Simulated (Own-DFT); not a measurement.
# Response to strain: hcp Ru, 36 atoms (Ru36)

These are calculations, not measurements. They come from Own-DFT, an in-house plane-wave density functional program, since retired, whose code no person has reviewed. Each row is one single-point run on a periodic cell that was not relaxed, without spin or spin-orbit coupling.

Settings of every run: PBE; PseudoDojo norm-conserving scalar-relativistic files; cutoff 50 hartree; 5 x 5 x 4 k mesh centred on Gamma; cold (Marzari-Vanderbilt) smearing of 0.2 eV.

Known limits: forces on such cells failed a check on a denser k mesh; stress not checked against mesh or cutoff.

Unstrained cell vectors in Å: (8.118, 0.000, 0.000); (-4.059, 7.030, 0.000); (0.000, 0.000, 8.563). The unstrained cell has measured lattice constants (interpolated for alloys), not those of this functional. That, the random moves and any unrelaxed bonds set the pressure at no strain. Each run strains this cell uniformly, with the atoms carried along. Every atom was also moved at random, by a Gaussian of width 0.05 Å on each axis. Strain is the symmetric tensor, in per cent. Stress is positive in tension, and the pressure is minus a third of its trace.

```
run  e_xx (%)  e_yy (%)  e_zz (%)  e_yz (%)  e_xz (%)  e_xy (%)  s_xx (GPa)  s_yy (GPa)  s_zz (GPa)  s_yz (GPa)  s_xz (GPa)  s_xy (GPa)  P (GPa)  E (meV/atom)
  1      1.07     -0.92      0.53     -1.31     -0.65     -0.94       -1.37      -10.17       -3.61       -4.95       -2.13       -3.36     5.05           0.0
  2     -1.90     -0.99      1.11     -0.67      1.03     -1.89      -20.92      -16.39       -5.70       -2.40        3.66       -8.41    14.34          46.0
  3      0.42      0.17      0.72     -0.78      1.33      0.29       -3.37       -4.37       -3.09       -2.77        5.21        1.39     3.61           9.7
  4      0.54     -0.14      0.15     -1.39     -0.46     -1.65       -4.10       -7.48       -6.76       -5.11       -2.16       -6.75     6.11          17.0
  5      1.16     -0.22      0.97      1.76      1.79     -1.95       -0.51       -6.21       -1.67        6.71        6.67       -8.16     2.79          41.6
  6     -0.47      1.58      1.18      1.87     -1.53      1.01       -5.72        2.62        0.16        6.40       -5.66        4.26     0.98          22.4
  7      1.84      0.46     -2.00     -0.30     -0.95      1.22       -1.16       -4.89      -16.89       -1.10       -3.75        4.29     7.65          23.5
  8      1.35     -0.54     -0.90     -0.18     -0.10      1.72       -2.81       -9.84      -11.97       -0.90       -0.47        7.07     8.21          14.1
  9     -0.52      0.78      1.41      0.11     -1.80      1.46       -7.43       -2.25        0.42        0.61       -6.38        5.73     3.09          28.2
 10      0.18     -0.69      1.90     -0.67      1.24      1.58       -4.94       -8.37        3.89       -2.53        4.25        6.29     3.14          13.9
 11      0.89     -1.13      1.95      1.88      0.28     -0.89       -1.43       -9.05        3.99        6.29        1.31       -4.08     2.16          14.2
 12      1.94     -1.79      1.38     -0.01      1.46      1.51        2.39      -12.22        1.38       -0.60        4.34        6.70     2.81          16.5
 13      0.35     -0.98     -1.79     -0.49      1.78     -0.65      -10.62      -18.11      -22.93       -2.51        7.84       -3.41    17.22          49.4
 14      0.80      0.36     -0.76     -0.35     -1.03     -1.84       -3.55       -6.58      -10.35       -1.95       -3.73       -7.14     6.83          14.9
 15      0.33     -0.72      1.77      0.26     -0.26     -1.81       -4.44       -8.94        3.76        0.99       -0.90       -7.72     3.20          15.9
 16     -1.69      0.34     -0.84      0.93     -1.31      0.78           ?           ?           ?           ?           ?           ?        ?             ?
```

E is the free energy for each atom above the lowest run shown.

## Worked fit

Each stress component was fitted by least squares to a constant and the strains of the runs shown, as fractions, with shears doubled. Shear strains stay in the fit of a normal stress only where such slopes are resolved. The slopes, in GPa:

| stress | at no strain | per e_xx | per e_yy | per e_zz | scatter |
|---|---|---|---|---|---|
| s_xx | -8.3 | 618 ± 25 | 195 ± 26 | 185 ± 18 | 0.80 |
| s_yy | -8.5 | 234 ± 18 | 614 ± 20 | 203 ± 14 | 0.60 |
| s_zz | -8.6 | 194 ± 30 | 144 ± 32 | 662 ± 23 | 0.99 |

Each shear stress against twice its own strain: yz 176 ± 5, xz 187 ± 8, xy 203 ± 4 GPa. These are stiffnesses along x, y and z of the frame in which the cell vectors are given, which need not be the crystal's axes. The atoms are held to the strained lattice; where symmetry lets them move under strain, relaxing them would lower some slopes. The table should be nearly symmetric about its diagonal, and what it lacks of that shows the noise. A ninth of its sum, 339 ± 11 GPa, estimates the bulk modulus near the mean pressure of these runs, 5.8 GPa, so it lies above the value at zero pressure.

## Withheld run

Question: what normal stresses and pressure should run 16 give?

The fit gives s_xx = -19.6, s_yy = -12.0, s_zz = -16.9 and P = 16.2 GPa. The calculation gave -20.83, -11.30, -17.59 and P = 16.57 GPa.
